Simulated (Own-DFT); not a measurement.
## Calculated data, GaN (wurtzite, atoms displaced)

Computed with Own-DFT development build. A calculation, not a measurement: plane-wave PBE density functional theory by an unreviewed code, no spin, of a simulated periodic cell, stress positive in tension, free energy of the whole cell less one offset for each atom, forces on such cells passed a denser k mesh, this cell's mesh not checked; offsets are fitted by least squares, one for each functional and potential file, so energies compare only between cells with the same atoms and settings and are not formation energies; the far tail of each file's local potential was reset to the Coulomb form; each entry is a single point on an unrelaxed cell, so the pressure reflects the starting lattice, mostly measured values (interpolated for alloys), from which strain is counted, and rises with the displacements; printed positions are rounded, which can move forces by about a meV/angstrom; the program, named Own-DFT, is a retired in-house code; no spin-orbit coupling.

Common to all runs: functional PBE; potential files PseudoDojo norm-conserving, scalar-relativistic, standard set with the stringent files for Ga; wave cutoff 96 hartree; occupations Gaussian; smearing width 0.01 eV; k mesh 3 x 4 x 3 centred on Gamma.

(1) GaN (wurtzite, atoms displaced)

```
CELL_PARAMETERS angstrom
12.75600 0.00000 0.00000
-4.78350 8.28530 0.00000
0.00000 0.00000 10.37000
ATOMIC_POSITIONS crystal
Ga 0.08158 0.22101 0.00098
Ga 0.16382 0.10727 0.25010
N 0.08227 0.22498 0.19152
N 0.16514 0.10994 0.43798
Ga 0.08304 0.22375 0.49964
Ga 0.16739 0.11027 0.75211
N 0.08377 0.22317 0.69068
N 0.16873 0.11488 0.94280
Ga 0.08223 0.55824 0.99661
Ga 0.16555 0.44346 0.24930
N 0.08465 0.55647 0.18970
N 0.16724 0.44405 0.43798
Ga 0.08314 0.55676 0.50145
Ga 0.16395 0.44446 0.74702
N 0.07977 0.55551 0.68741
N 0.16526 0.44321 0.93932
Ga 0.08543 0.89270 0.99906
Ga 0.16530 0.77876 0.24928
N 0.08336 0.88746 0.18786
N 0.16474 0.77384 0.43799
Ga 0.08225 0.88866 0.49693
Ga 0.16644 0.77909 0.74895
N 0.08187 0.88815 0.68932
N 0.16486 0.77600 0.94164
Ga 0.33459 0.22318 0.00060
Ga 0.41796 0.11039 0.24844
N 0.33368 0.22397 0.18639
N 0.41626 0.11046 0.43590
Ga 0.33279 0.22005 0.49696
Ga 0.41744 0.11335 0.74961
N 0.33358 0.22472 0.68837
N 0.41647 0.11269 0.94059
Ga 0.33108 0.55381 0.00287
Ga 0.41876 0.44692 0.25097
N 0.33295 0.55854 0.18860
N 0.41799 0.44643 0.43780
Ga 0.33613 0.55676 0.50000
Ga 0.41497 0.44257 0.74968
N 0.33214 0.55916 0.68944
N 0.41627 0.44259 0.93659
Ga 0.33400 0.88917 0.99887
Ga 0.41684 0.77810 0.25188
N 0.33437 0.89128 0.18789
N 0.41699 0.77610 0.44321
Ga 0.33183 0.88627 0.50193
Ga 0.41424 0.77458 0.75136
N 0.33520 0.89158 0.68890
N 0.41537 0.78025 0.93847
Ga 0.58436 0.22447 0.00489
Ga 0.66508 0.11233 0.24874
N 0.58517 0.22278 0.18806
N 0.66820 0.10661 0.43983
Ga 0.58414 0.22195 0.50008
Ga 0.66843 0.11472 0.75026
N 0.58158 0.22068 0.68726
N 0.66844 0.11366 0.93822
Ga 0.58286 0.55623 0.00054
Ga 0.66896 0.44409 0.25059
N 0.58441 0.55580 0.19034
N 0.66471 0.44498 0.44072
Ga 0.58678 0.55794 0.50228
Ga 0.66672 0.44175 0.74812
N 0.58176 0.55666 0.68868
N 0.66593 0.44132 0.93929
Ga 0.58180 0.89009 0.99798
Ga 0.66326 0.77723 0.24978
N 0.58453 0.88967 0.19170
N 0.66494 0.77834 0.43936
Ga 0.58394 0.88867 0.50192
Ga 0.67007 0.78183 0.75171
N 0.58456 0.88954 0.68536
N 0.66543 0.77814 0.93693
Ga 0.83543 0.22157 0.99806
Ga 0.91513 0.10875 0.25014
N 0.83155 0.22111 0.18770
N 0.92024 0.11325 0.43836
Ga 0.83004 0.22295 0.49923
Ga 0.91314 0.10747 0.75302
N 0.83203 0.22096 0.68522
N 0.91746 0.11342 0.93970
Ga 0.83225 0.55678 0.00271
Ga 0.91408 0.44348 0.24894
N 0.83033 0.55176 0.18891
N 0.91553 0.44580 0.43986
Ga 0.83244 0.55620 0.50025
Ga 0.91699 0.44408 0.75113
N 0.83662 0.55975 0.68644
N 0.91758 0.44229 0.93855
Ga 0.83282 0.88661 0.99943
Ga 0.91460 0.77769 0.24920
N 0.83099 0.88634 0.18834
N 0.91602 0.77514 0.44116
Ga 0.83387 0.89139 0.50089
Ga 0.91785 0.77687 0.75000
N 0.83657 0.88805 0.68949
N 0.91561 0.77652 0.93880
```

```
free energy of cell above offsets : -10.569 eV
pressure                          : 5.35 GPa
stress xx                         : -4.83 GPa
stress yy                         : -5.71 GPa
stress zz                         : -5.51 GPa
stress yz                         : -0.02 GPa
stress xz                         : -0.02 GPa
stress xy                         : -0.02 GPa
```

Force:
| element | x (eV/Å) | y (eV/Å) | z (eV/Å) |
| --- | --- | --- | --- |
| Ga | 0.247 | 0.499 | 0.234 |
| Ga | 0.197 | 0.738 | -0.174 |
| N | 0.293 | -0.778 | -0.528 |
| N | 0.168 | 0.045 | 0.022 |
| Ga | 0.327 | 0.069 | 0.364 |
| Ga | -0.306 | 0.258 | -0.118 |
| N | -0.21 | -0.428 | -0.184 |
| N | -0.214 | -0.384 | -0.556 |
| Ga | 0.559 | -0.613 | 0.869 |
| Ga | 0.003 | 0.42 | 0.318 |
| N | -0.618 | -0.073 | -0.392 |
| N | -0.059 | 0.318 | 0.256 |
| Ga | 0.08 | -0.56 | -0.498 |
| Ga | 0.289 | 0.047 | 0.533 |
| N | 0.547 | 0.269 | 0.288 |
| N | -0.083 | 0.19 | -0.27 |
| Ga | -0.188 | -0.341 | 0.121 |
| Ga | 0.643 | -0.309 | 0.054 |
| N | -0.621 | 0.016 | -0.008 |
| N | 0.013 | 0.682 | 0.076 |
| Ga | 0.232 | -0.087 | 0.522 |
| Ga | 0.119 | -0.038 | 0.259 |
| N | 0.406 | 0.333 | -0.237 |
| N | 0.139 | 0.712 | -0.795 |
| Ga | -0.054 | 0.157 | 0.069 |
| Ga | -0.521 | 0.272 | 0.005 |
| N | 0.005 | -0.149 | 0.655 |
| N | 0.29 | -0.184 | 0.33 |
| Ga | -0.121 | 0.394 | 0.213 |
| Ga | -0.188 | -0.077 | 0.342 |
| N | 0.06 | -0.543 | -0.302 |
| N | 0.398 | -0.128 | -0.363 |
| Ga | 0.163 | 0.103 | -0.577 |
| Ga | -0.382 | -0.298 | -0.165 |
| N | 0.38 | -0.299 | 0.236 |
| N | 0.246 | -0.29 | 0.258 |
| Ga | -0.437 | -0.409 | 0.164 |
| Ga | -0.16 | 0.607 | -0.06 |
| N | 0.243 | -0.746 | -0.161 |
| N | -0.2 | 0.482 | 0.416 |
| Ga | -0.424 | 0.181 | 0.283 |
| Ga | -0.205 | 0.156 | 0.169 |
| N | 0.011 | -0.372 | 0.086 |
| N | -0.228 | 0.458 | -0.689 |
| Ga | 0.064 | 0.205 | -0.383 |
| Ga | 0.448 | 0.743 | -0.237 |
| N | -0.365 | -0.231 | 0.193 |
| N | 0.44 | -0.526 | 0.067 |
| Ga | 0.008 | -0.395 | -0.965 |
| Ga | 0.715 | -0.316 | 0.432 |
| N | -0.401 | 0.131 | 0.525 |
| N | -1.028 | 0.555 | -0.569 |
| Ga | -0.109 | -0.306 | -0.238 |
| Ga | -0.253 | -0.626 | -0.125 |
| N | 0.312 | 0.206 | 0.06 |
| N | -0.194 | -0.144 | 0.089 |
| Ga | 0.041 | -0.232 | -0.157 |
| Ga | -0.85 | -0.042 | 0.374 |
| N | 0.083 | -0.07 | -0.356 |
| N | 0.65 | -0.277 | -0.412 |
| Ga | -0.805 | -0.035 | -0.108 |
| Ga | -0.214 | 0.578 | 0.22 |
| N | 0.526 | 0.001 | 0.323 |
| N | -0.106 | 0.563 | -0.205 |
| Ga | 0.187 | 0.07 | 0.39 |
| Ga | 0.582 | -0.025 | 0.387 |
| N | -0.604 | 0.044 | -0.786 |
| N | 0.674 | 0.022 | -0.158 |
| Ga | -0.171 | -0.2 | -0.197 |
| Ga | -0.383 | -0.472 | -0.602 |
| N | -0.18 | 0.087 | 1.145 |
| N | 0.132 | 0.086 | 0.498 |
| Ga | -0.583 | 0.146 | 0.556 |
| Ga | -0.172 | 0.277 | 0.078 |
| N | 0.177 | 0.002 | 0.014 |
| N | -0.89 | -0.267 | 0.035 |
| Ga | 1.071 | 0.101 | -0.179 |
| Ga | 0.503 | 0.574 | -0.605 |
| N | 0.235 | 0.223 | 0.643 |
| N | 0.147 | -0.829 | -0.091 |
| Ga | 0.34 | -0.457 | -0.578 |
| Ga | 0.812 | 0.009 | 0.287 |
| N | 0.335 | 0.717 | -0.006 |
| N | 0.06 | -0.203 | -0.367 |
| Ga | 0.142 | -0.199 | -0.015 |
| Ga | -0.408 | -0.159 | -0.236 |
| N | -0.361 | -0.823 | 0.505 |
| N | -0.714 | 0.34 | -0.007 |
| Ga | -0.289 | 0.262 | 0.109 |
| Ga | 0.283 | -0.172 | 0.34 |
| N | 0.026 | 0.127 | -0.083 |
| N | -0.42 | 0.445 | -0.702 |
| Ga | 0.013 | -0.127 | -0.181 |
| Ga | -0.089 | 0.009 | 0.162 |
| N | -0.529 | 0.116 | -0.023 |
| N | 0.278 | 0.198 | 0.072 |

(2) GaN (wurtzite, atoms displaced)

```
CELL_PARAMETERS angstrom
12.75600 0.00000 0.00000
-4.78350 8.28530 0.00000
0.00000 0.00000 10.37000
ATOMIC_POSITIONS crystal
Ga 0.08345 0.22511 0.00082
Ga 0.16955 0.11067 0.24877
N 0.08172 0.22366 0.18806
N 0.16426 0.11035 0.44199
Ga 0.08411 0.22365 0.49510
Ga 0.16819 0.11086 0.75515
N 0.08323 0.22207 0.69103
N 0.16848 0.11036 0.93524
Ga 0.07974 0.55516 0.99594
Ga 0.16706 0.44148 0.25023
N 0.08244 0.55381 0.18658
N 0.16689 0.44411 0.43743
Ga 0.08245 0.55349 0.49822
Ga 0.16790 0.44563 0.75196
N 0.08278 0.55369 0.68839
N 0.16378 0.44204 0.93468
Ga 0.08339 0.88954 0.99865
Ga 0.16346 0.77586 0.25191
N 0.08086 0.88851 0.18649
N 0.16790 0.78274 0.43707
Ga 0.08599 0.89125 0.50146
Ga 0.16314 0.77407 0.75138
N 0.08489 0.89035 0.68677
N 0.16619 0.77765 0.94280
Ga 0.33171 0.22221 0.99979
Ga 0.41458 0.11201 0.24800
N 0.33173 0.22020 0.19050
N 0.41708 0.11316 0.43411
Ga 0.33299 0.22167 0.50034
Ga 0.41654 0.10930 0.75201
N 0.33363 0.22319 0.68806
N 0.41918 0.11296 0.93850
Ga 0.33462 0.55772 0.00341
Ga 0.41513 0.44299 0.24617
N 0.33029 0.55162 0.18572
N 0.41744 0.44910 0.43813
Ga 0.33424 0.55491 0.50053
Ga 0.41769 0.44654 0.75232
N 0.33437 0.55306 0.68890
N 0.41789 0.44756 0.93724
Ga 0.33307 0.88719 0.00145
Ga 0.41750 0.77694 0.24905
N 0.33568 0.88952 0.18621
N 0.41646 0.77776 0.43784
Ga 0.33300 0.89040 0.49879
Ga 0.41722 0.77817 0.75029
N 0.33232 0.88548 0.68761
N 0.41639 0.77874 0.94083
Ga 0.58506 0.22301 0.00324
Ga 0.66608 0.10864 0.24954
N 0.58095 0.22098 0.18905
N 0.66606 0.11000 0.44022
Ga 0.58376 0.22130 0.50201
Ga 0.66347 0.10855 0.74987
N 0.58269 0.22250 0.68721
N 0.66903 0.11331 0.93995
Ga 0.58119 0.55594 0.00035
Ga 0.66629 0.44490 0.25141
N 0.58358 0.55614 0.19112
N 0.66933 0.44834 0.43936
Ga 0.58296 0.54939 0.50065
Ga 0.66838 0.44515 0.74896
N 0.57990 0.55618 0.68696
N 0.66688 0.44399 0.93555
Ga 0.58621 0.88982 0.99749
Ga 0.66802 0.78100 0.24518
N 0.58444 0.89295 0.19204
N 0.66550 0.77849 0.43715
Ga 0.58298 0.88388 0.50188
Ga 0.66615 0.77759 0.74912
N 0.58317 0.88798 0.68716
N 0.66885 0.77960 0.93810
Ga 0.83044 0.21786 0.99826
Ga 0.91620 0.11236 0.24874
N 0.83027 0.22207 0.19031
N 0.91361 0.11006 0.44123
Ga 0.83320 0.22006 0.50044
Ga 0.91618 0.11048 0.74825
N 0.83299 0.22084 0.68523
N 0.91705 0.10907 0.93732
Ga 0.83783 0.56027 0.99949
Ga 0.91608 0.44584 0.24661
N 0.83359 0.55923 0.18821
N 0.91763 0.44367 0.43885
Ga 0.83845 0.55759 0.50150
Ga 0.91738 0.44463 0.75226
N 0.83321 0.55631 0.68760
N 0.91774 0.44904 0.93837
Ga 0.83699 0.89293 0.99877
Ga 0.91611 0.77875 0.24962
N 0.83252 0.88836 0.18885
N 0.92009 0.77565 0.43932
Ga 0.83348 0.88903 0.50041
Ga 0.91755 0.78231 0.74809
N 0.83376 0.89298 0.69214
N 0.91816 0.78123 0.94331
```

```
free energy of cell above offsets : -10.273 eV
pressure                          : 5.45 GPa
stress xx                         : -5.52 GPa
stress yy                         : -5.01 GPa
stress zz                         : -5.83 GPa
stress yz                         : -0.13 GPa
stress xz                         : 0.2 GPa
stress xy                         : -0.1 GPa
```

Force:
| element | x (eV/Å) | y (eV/Å) | z (eV/Å) |
| --- | --- | --- | --- |
| Ga | 0.167 | -0.356 | -0.386 |
| Ga | -1.127 | -0.356 | 0.546 |
| N | 0.618 | -0.49 | 0.061 |
| N | 0.552 | 0.243 | -0.948 |
| Ga | -0.416 | -0.253 | 1.185 |
| Ga | -0.296 | 0.321 | -1.568 |
| N | 0.209 | -0.005 | -0.56 |
| N | -0.508 | 0.212 | 1.349 |
| Ga | 0.995 | 0.044 | 0.76 |
| Ga | -0.681 | 0.489 | -0.089 |
| N | 0.132 | 0.078 | 0.074 |
| N | 0.069 | 0.246 | 0 |
| Ga | 0.127 | 0.441 | 0.173 |
| Ga | 0.089 | -0.374 | -0.791 |
| N | -0.03 | 0.148 | -0.107 |
| N | 0.353 | 0.629 | 1.026 |
| Ga | 0.177 | 0.12 | 0.324 |
| Ga | 0.471 | 0.172 | -0.74 |
| N | 0.433 | 0.254 | 0.23 |
| N | 0.173 | -0.73 | 0.286 |
| Ga | -0.323 | -0.152 | -0.185 |
| Ga | 0.425 | 0.34 | -0.039 |
| N | -0.128 | -0.157 | 0.668 |
| N | 0.036 | 0.075 | -0.798 |
| Ga | 0.625 | 0.109 | -0.123 |
| Ga | 0.697 | -0.45 | 0.128 |
| N | -0.007 | 0.443 | -0.803 |
| N | -0.027 | -0.043 | 0.639 |
| Ga | -0.056 | 0.372 | -0.041 |
| Ga | -0.271 | 0.12 | -0.374 |
| N | 0.245 | -0.129 | 0.307 |
| N | -0.323 | -0.225 | 0.324 |
| Ga | -0.519 | -0.297 | -1.057 |
| Ga | 0.224 | 0.334 | 0.844 |
| N | 0.348 | 0.417 | 0.599 |
| N | 0.256 | -0.888 | -0.434 |
| Ga | -0.264 | 0.278 | 0.087 |
| Ga | -0.06 | -0.504 | -0.513 |
| N | -0.47 | 0.472 | 0.045 |
| N | -0.331 | -0.405 | 0.648 |
| Ga | -0.124 | 0.45 | -0.203 |
| Ga | -0.24 | 0.047 | 0.247 |
| N | -0.625 | -0.269 | 0.614 |
| N | -0.127 | -0.096 | 0.044 |
| Ga | 0.379 | 0.021 | -0.042 |
| Ga | -0.113 | -0.392 | -0.017 |
| N | -0.255 | 0.244 | 0.215 |
| N | 0.458 | -0.032 | -0.371 |
| Ga | -0.238 | 0.246 | -0.38 |
| Ga | -0.557 | 0.644 | 0.77 |
| N | 0.326 | 0.314 | 0.155 |
| N | -0.007 | -0.11 | -0.173 |
| Ga | -0.033 | 0.148 | -0.695 |
| Ga | 0.465 | 0.444 | -0.212 |
| N | 0.038 | -0.106 | 0.403 |
| N | -0.554 | -0.437 | -0.506 |
| Ga | 0.922 | 0.018 | 0.032 |
| Ga | 0.211 | -0.103 | -0.043 |
| N | -0.273 | -0.047 | -0.633 |
| N | 0.435 | -0.597 | 0.036 |
| Ga | -0.484 | 0.974 | -0.331 |
| Ga | -0.568 | 0.033 | -0.031 |
| N | 0.951 | -0.009 | 0.33 |
| N | 0.081 | 0.344 | 0.6 |
| Ga | -0.448 | -0.02 | 0.595 |
| Ga | -0.194 | -0.325 | 0.944 |
| N | 0.076 | -0.846 | -1.132 |
| N | 0.733 | -0.46 | 0.026 |
| Ga | -0.373 | 0.529 | -0.622 |
| Ga | 0.084 | -0.104 | 0.047 |
| N | -0.127 | 0.029 | 0.584 |
| N | -0.032 | -0.187 | 0.069 |
| Ga | 0.701 | 0.783 | 0.42 |
| Ga | -0.226 | -0.196 | 0.454 |
| N | 0.485 | 0.096 | -0.631 |
| N | 0.818 | 0.024 | -0.747 |
| Ga | -0.552 | 0.296 | -0.246 |
| Ga | 0.129 | 0.732 | 0.108 |
| N | -0.369 | 0.199 | 1.001 |
| N | -0.243 | 0.673 | 0.137 |
| Ga | -1.033 | -0.369 | 0.126 |
| Ga | 0.026 | -0.065 | 0.516 |
| N | 0.01 | -0.434 | -0.085 |
| N | -0.065 | -0.124 | -0.416 |
| Ga | -0.471 | -0.34 | -0.291 |
| Ga | -0.24 | -0.305 | -0.673 |
| N | 0.31 | 0.286 | 0.42 |
| N | -0.198 | -1.04 | -0.036 |
| Ga | -0.387 | -0.494 | 0.375 |
| Ga | 0.035 | 0.045 | 0.333 |
| N | 0.19 | 0.46 | -0.266 |
| N | -0.656 | 0.608 | -0.069 |
| Ga | 0.022 | -0.434 | -0.098 |
| Ga | 0.18 | -0.362 | 0.412 |
| N | 0.061 | -0.793 | -0.665 |
| N | 0.104 | -0.135 | -1.149 |

(3) GaN (wurtzite, atoms displaced)

```
CELL_PARAMETERS angstrom
12.75600 0.00000 0.00000
-4.78350 8.28530 0.00000
0.00000 0.00000 10.37000
ATOMIC_POSITIONS crystal
Ga 0.08340 0.22172 0.00146
Ga 0.16685 0.11186 0.24999
N 0.08212 0.22320 0.18672
N 0.17007 0.11257 0.44177
Ga 0.08580 0.22458 0.49929
Ga 0.16467 0.10952 0.74956
N 0.08533 0.22122 0.68719
N 0.16769 0.10651 0.93828
Ga 0.07814 0.55379 0.00333
Ga 0.16734 0.44773 0.24674
N 0.08739 0.55810 0.18645
N 0.16439 0.44175 0.43755
Ga 0.08047 0.55742 0.50026
Ga 0.16682 0.44942 0.74904
N 0.08111 0.55397 0.68825
N 0.16511 0.43930 0.93965
Ga 0.08427 0.88579 0.00572
Ga 0.16801 0.77878 0.24806
N 0.08369 0.89118 0.18907
N 0.16494 0.77785 0.43932
Ga 0.08433 0.89032 0.49863
Ga 0.16704 0.78258 0.75307
N 0.08517 0.88691 0.68738
N 0.16826 0.78014 0.93856
Ga 0.33466 0.22457 0.99917
Ga 0.42008 0.11192 0.24878
N 0.33347 0.22358 0.18988
N 0.41437 0.11250 0.44129
Ga 0.33104 0.22216 0.49364
Ga 0.41876 0.11281 0.75169
N 0.33552 0.22401 0.68886
N 0.41747 0.11574 0.93842
Ga 0.33231 0.55598 0.99869
Ga 0.41465 0.44367 0.25109
N 0.33265 0.55212 0.18903
N 0.41609 0.44344 0.43709
Ga 0.33515 0.55956 0.50350
Ga 0.41651 0.44462 0.74479
N 0.33052 0.55979 0.68847
N 0.41750 0.44109 0.93967
Ga 0.33178 0.88770 0.99803
Ga 0.41880 0.78078 0.24943
N 0.33408 0.89049 0.18745
N 0.41612 0.77443 0.43756
Ga 0.33304 0.89140 0.50095
Ga 0.41560 0.77728 0.75030
N 0.33183 0.88496 0.68703
N 0.41567 0.77849 0.93909
Ga 0.58512 0.22583 0.99704
Ga 0.66711 0.11135 0.25287
N 0.58202 0.22303 0.19151
N 0.66543 0.11248 0.43394
Ga 0.58601 0.22057 0.50186
Ga 0.66628 0.11285 0.74973
N 0.58010 0.21881 0.68566
N 0.66432 0.11023 0.93829
Ga 0.58272 0.55871 0.99895
Ga 0.66603 0.44399 0.24832
N 0.58165 0.55387 0.18904
N 0.66672 0.44609 0.43717
Ga 0.58137 0.55343 0.49988
Ga 0.66353 0.44486 0.75261
N 0.58148 0.55506 0.68930
N 0.66887 0.44440 0.94031
Ga 0.58248 0.88379 0.00066
Ga 0.66542 0.77559 0.24806
N 0.58188 0.88781 0.19200
N 0.66662 0.77699 0.43904
Ga 0.57953 0.88443 0.50184
Ga 0.67098 0.78091 0.75031
N 0.58204 0.88755 0.69136
N 0.66700 0.77868 0.94362
Ga 0.83348 0.22799 0.00272
Ga 0.91756 0.11265 0.24815
N 0.83492 0.22224 0.18853
N 0.91429 0.11195 0.43658
Ga 0.83578 0.22417 0.50143
Ga 0.91925 0.11018 0.75105
N 0.83522 0.22373 0.68769
N 0.91658 0.10672 0.93959
Ga 0.83454 0.55446 0.00096
Ga 0.91545 0.44492 0.24985
N 0.83092 0.55603 0.18930
N 0.91736 0.44599 0.43823
Ga 0.83137 0.55665 0.50103
Ga 0.91495 0.44456 0.74852
N 0.83391 0.55513 0.69016
N 0.91550 0.44631 0.93950
Ga 0.83328 0.88816 0.99917
Ga 0.91768 0.78242 0.24712
N 0.83209 0.89098 0.18788
N 0.91683 0.77660 0.43419
Ga 0.83687 0.89244 0.49783
Ga 0.92009 0.78242 0.75215
N 0.83440 0.89172 0.69019
N 0.91605 0.77763 0.93684
```

```
free energy of cell above offsets : -10.140 eV
pressure                          : 5.5 GPa
stress xx                         : -5.49 GPa
stress yy                         : -5.34 GPa
stress zz                         : -5.67 GPa
stress yz                         : 0.32 GPa
stress xz                         : 0.03 GPa
stress xy                         : -0.18 GPa
```

Force:
| element | x (eV/Å) | y (eV/Å) | z (eV/Å) |
| --- | --- | --- | --- |
| Ga | 0.348 | -0.575 | -0.487 |
| Ga | 0 | 0.405 | 0.097 |
| N | 0.408 | -0.044 | 0.499 |
| N | -1.263 | -0.502 | -0.918 |
| Ga | -0.398 | -0.29 | -0.039 |
| Ga | 0.834 | 0.261 | 0.161 |
| N | -0.453 | 0.383 | 0.115 |
| N | -0.483 | 0.233 | 0.205 |
| Ga | 1.156 | 0.206 | -0.907 |
| Ga | 0.387 | -0.516 | 0.68 |
| N | -1.108 | -0.048 | 0.433 |
| N | 0.104 | 0.813 | -0.012 |
| Ga | 0.764 | -0.184 | -0.015 |
| Ga | -0.116 | -0.827 | 0.328 |
| N | -0.113 | 0.549 | 0.248 |
| N | -0.51 | 0.811 | -0.29 |
| Ga | -0.501 | 0.526 | -1.023 |
| Ga | -0.017 | 0.157 | 0.585 |
| N | 0.191 | -0.285 | 0.327 |
| N | 0.411 | 0.071 | -0.497 |
| Ga | -0.192 | -0.259 | 0.099 |
| Ga | 0.494 | -0.81 | -0.507 |
| N | -0.707 | 0.387 | -0.122 |
| N | -0.299 | -0.757 | 0.296 |
| Ga | -0.282 | -0.428 | 0.338 |
| Ga | -0.936 | -0.045 | 0.534 |
| N | 0.141 | -0.387 | -0.163 |
| N | 0.895 | -0.162 | -0.606 |
| Ga | 0.905 | 0.44 | 1.328 |
| Ga | -0.705 | -0.452 | -0.393 |
| N | -0.416 | -0.369 | -0.446 |
| N | 0.438 | -0.635 | 0.114 |
| Ga | 0.294 | -0.401 | 0.209 |
| Ga | 0.32 | 0.074 | -0.237 |
| N | -0.192 | 0.812 | -0.327 |
| N | -0.312 | 0.385 | 0.481 |
| Ga | -0.43 | -0.855 | -0.814 |
| Ga | -0.546 | -0.127 | 0.851 |
| N | 0.873 | -0.49 | 0.197 |
| N | -0.572 | 0.949 | -0.703 |
| Ga | 0.362 | 0.711 | 0.303 |
| Ga | -0.442 | -0.753 | 0.061 |
| N | 0.05 | -0.129 | -0.029 |
| N | -0.536 | 0.65 | 0.079 |
| Ga | 0.077 | -0.309 | -0.291 |
| Ga | 0.014 | 0.325 | 0.206 |
| N | -0.103 | 0.623 | 0.534 |
| N | 0.225 | -0.185 | -0.088 |
| Ga | -0.25 | -0.616 | 0.804 |
| Ga | -0.096 | 0.046 | -0.929 |
| N | 0.852 | 0.002 | -0.862 |
| N | 0.678 | -0.446 | 1.385 |
| Ga | -0.98 | 0.404 | -0.731 |
| Ga | 0.306 | -0.176 | 0.039 |
| N | 0.615 | 0.665 | 0.677 |
| N | 0.514 | -0.009 | 0.161 |
| Ga | 0.369 | -0.725 | 0.422 |
| Ga | -0.322 | 0.101 | 0.383 |
| N | 0.005 | 0.107 | -0.246 |
| N | 0.033 | -0.367 | 0.289 |
| Ga | 0.266 | 0.214 | -0.173 |
| Ga | 0.618 | -0.145 | -0.373 |
| N | 0.338 | 0.53 | -0.065 |
| N | -0.516 | 0.488 | -0.239 |
| Ga | -0.603 | 0.878 | 0.275 |
| Ga | 0.037 | 0.042 | 0.551 |
| N | 0.399 | 0.344 | -0.678 |
| N | 0.006 | 0.123 | 0.065 |
| Ga | 0.609 | 0.553 | -0.23 |
| Ga | -0.696 | -0.339 | 0.17 |
| N | 0.28 | 0.159 | -0.228 |
| N | 0.181 | -0.115 | -0.995 |
| Ga | 0.312 | -1.137 | -0.567 |
| Ga | -0.041 | -0.148 | 0.211 |
| N | -0.55 | 0.283 | 0.081 |
| N | 0.811 | 0.099 | 0.102 |
| Ga | -0.534 | -0.117 | -0.363 |
| Ga | -0.317 | 0.601 | 0.099 |
| N | -0.168 | -0.383 | 0.361 |
| N | -0.559 | 0.846 | -0.095 |
| Ga | -0.662 | 0.541 | 0.013 |
| Ga | 0.233 | 0.199 | 0.184 |
| N | 0.651 | 0.243 | -0.249 |
| N | -0.508 | -0.134 | -0.096 |
| Ga | 0.236 | -0.058 | -0.129 |
| Ga | 0.345 | -0.021 | 0.215 |
| N | -0.76 | 0.346 | -0.121 |
| N | 0.323 | -0.237 | -0.355 |
| Ga | 0.149 | 0.069 | 0.341 |
| Ga | -0.265 | -0.492 | 0.19 |
| N | 0.247 | -0.159 | -0.061 |
| N | -0.006 | 0.449 | 0.552 |
| Ga | -0.452 | -0.485 | 0.11 |
| Ga | -0.069 | -0.553 | -0.475 |
| N | 0.462 | -0.312 | -0.519 |
| N | 0.421 | -0.103 | 0.703 |
